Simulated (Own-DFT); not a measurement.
# Which arrangement is lower? As32Ga32, 64 atoms

All numbers below are calculated, not measured. The program, named Own-DFT, is a retired in-house plane-wave density functional code that no person has reviewed. Each row is one single-point run on a periodic cell that was not relaxed, without spin or spin-orbit coupling.

Settings of every run: PBE; PseudoDojo norm-conserving scalar-relativistic files; cutoff 42 hartree; 3 x 3 x 3 k mesh centred on Gamma; Fermi-Dirac smearing of 0.1 eV.

Known limits, some of them of some rows only: not probed for a lower state with spin; forces on such cells failed a check on a denser k mesh; forces not confirmed at this smearing and k mesh; stress not checked against mesh or cutoff.

All cells hold the same atoms in the same cell, with vectors in Å (11.307, 0.000, 0.000); (0.000, 11.307, 0.000); (0.000, 0.000, 11.307). Every atom was moved at random from its ideal site; u is the rms move along one axis. The defect's site can differ from row to row. E is the free energy of the cell above the lowest run. The arrangements:

- A: zincblende GaAs
- B: zincblende GaAs, with one As on a Ga site and one Ga on an As site, 2.4 Å apart

| arrangement | u (Å) | E (eV) | P (GPa) |
|---|---|---|---|
| A | 0.0185 | 0.000 | 3.51 |
| A | 0.0188 | 0.011 | 3.51 |
| A | 0.0192 | 0.008 | 3.51 |
| A | 0.0472 | 1.806 | 3.90 |
| A | 0.0494 | 2.083 | 3.91 |
| A | 0.0496 | 2.075 | 3.91 |
| B | 0.0279 | 3.036 | 3.91 |
| B | 0.0286 | 3.060 | 3.92 |
| B | 0.0305 | 2.955 | 3.90 |
| B | 0.0510 | 4.802 | 4.31 |
| B | 0.0511 | 4.612 | 4.23 |
| B | 0.0513 | 4.955 | 4.29 |

Question: once the cost of the random moves is taken out, how do the arrangements rank?

## Worked answer

Fit E = a + b u², with one b for all and one a for each arrangement, and with residuals divided by u², since the noise grows with the moves. Then b = 976 eV/Å², the scatter at u = 0.04 Å is 0.12 eV, and against A:

- B: 2.55 ± 0.05 eV (higher)

These are energies of unrelaxed cells. Relaxing the atoms lowers the strained arrangements most, so the gaps would shrink and small ones could change sign.
